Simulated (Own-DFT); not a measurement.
# One host, several defects: zincblende InP

The numbers are computed, not measured, by runs of the plane-wave DFT program Own-DFT (in-house, retired, unreviewed) at fixed positions, with no spin and no spin-orbit coupling.

Settings: PBE; PseudoDojo norm-conserving scalar-relativistic files; cutoff 36 hartree; 2 x 3 x 3 k mesh centred on Gamma; Fermi-Dirac smearing of 0.1 eV.

Caveats (not all hold for every row): not probed for a lower state with spin; forces on such cells failed a check on a denser k mesh; forces not confirmed at this smearing and k mesh; stress not checked against mesh or cutoff.

All runs share one cell, with vectors in Å (17.606, 0.000, 0.000); (0.000, 11.737, 0.000); (0.000, 0.000, 11.737) and a volume of 2425.5 Å³. u is the rms random offset of the atoms per axis. The defect's site can differ from row to row.

| cell | formula | u (Å) | P (GPa) |
|---|---|---|---|
| no defect | In48P48 | 0.0188 | 3.20 |
| no defect | In48P48 | 0.0219 | 3.22 |
| no defect | In48P48 | 0.0520 | 3.65 |
| two P on an In site each | In46P50 | 0.0300 | 2.98 |
| two P on an In site each | In46P50 | 0.0307 | 3.02 |
| two P on an In site each | In46P50 | 0.0482 | ? |
| two P on an In site each | In46P50 | 0.0505 | 3.25 |
| one In on a P site and one P on an In site | In48P48 | 0.0297 | 3.53 |
| one In on a P site and one P on an In site | In48P48 | 0.0301 | 3.57 |
| one In on a P site and one P on an In site | In48P48 | 0.0464 | 3.79 |

## Fit

P = P0 + c u² + a shift for each defect gives P0 = 3.14 GPa, c = 181 ± 10 GPa/Å² and a scatter of 0.02 GPa. The shifts, and each times the cell's volume:

- one In on a P site and one P on an In site: 0.25 ± 0.02 GPa, 3.8 eV
- two P on an In site each: -0.32 ± 0.02 GPa, -4.9 eV (-2.4 eV for each of its 2 sites)

Against the defect-free cell, a freed cell would be larger where the shift is positive and smaller where it is negative (160.2 GPa Å³ is 1 eV). The atoms around the defects weren't relaxed, which would change these numbers.

## Check

Question: what pressure belongs in the blank (two P on an In site each, u = 0.0482 Å)?

From the fit: 3.24 ± 0.03 GPa. The hidden result is 3.33 GPa. That is outside the usual scatter, by luck or through something left out of the fit.
